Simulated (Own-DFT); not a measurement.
# A layer strained by its substrate: wurtzite GaN, 72 atoms (Ga36N36)

Source: density functional calculations with Own-DFT, an unreviewed in-house program that is no longer used. Nothing was measured or relaxed, and spin and spin-orbit coupling are left out.

Settings: PBE; PseudoDojo norm-conserving scalar-relativistic files (stringent for Ga); cutoff 96 hartree; 4 x 4 x 3 k mesh centred on Gamma; Gaussian smearing of 0.01 eV.

Keep in mind: forces not confirmed at this smearing and k mesh; stress not checked against mesh or cutoff.

Unstrained cell vectors in Å: (9.567, 0.000, 0.000); (-4.784, 8.285, 0.000); (0.000, 0.000, 10.370). The unstrained cell has measured lattice constants (interpolated for alloys), not those of this functional. That, the random moves and any unrelaxed bonds set the pressure at no strain. Each run strains x and y alike by e, as a substrate would, and holds the height along z. All atoms carry random offsets, Gaussian with a width of 0.05 Å per axis. Stress is positive in tension.

| e (%) | u (Å) | (s_xx + s_yy)/2 (GPa) | s_zz (GPa) |
|---|---|---|---|
| -1.00 | 0.048 | -12.54 | -8.32 |
| 0.25 | 0.051 | -5.89 | -6.39 |
| 0.75 | 0.047 | -3.35 | -4.83 |
| 1.00 | 0.053 | -1.82 | -6.15 |
| 1.75 | 0.053 | ? | ? |
| 2.00 | 0.052 | 2.04 | -4.15 |
| 2.25 | 0.051 | 3.69 | -4.67 |
| 2.50 | 0.047 | 4.89 | -3.22 |
| 2.75 | 0.049 | 5.96 | -4.25 |
| 3.00 | 0.048 | 6.62 | -3.74 |

## What the rows give

With e as a fraction, the in-plane stress is -7.1 + 522 e - 1952 e² GPa (errors 15 and 611, scatter 0.27), and s_zz is -6.7 + 111 e GPa (slope ± 17, scatter 0.65). At e = 0 the first slope is C11 + C12 and the second 2 C13, both with the ions held to the strained lattice and at the cell's own pressure. The term in e² is negative: the layer stiffens under compression and softens under tension. A free layer would change its height as e changes, and the in-plane slope would drop by 2 C13²/C33 to the biaxial modulus. At fixed height, a misfit of 1 % moves the in-plane stress by about 5.2 GPa and s_zz by 1.1 GPa.

## Prediction

Question: what are the two stresses at e = 1.75 %?

The fit gives 1.4 and -4.8 GPa. The hidden result is 1.18 and -5.16 GPa.
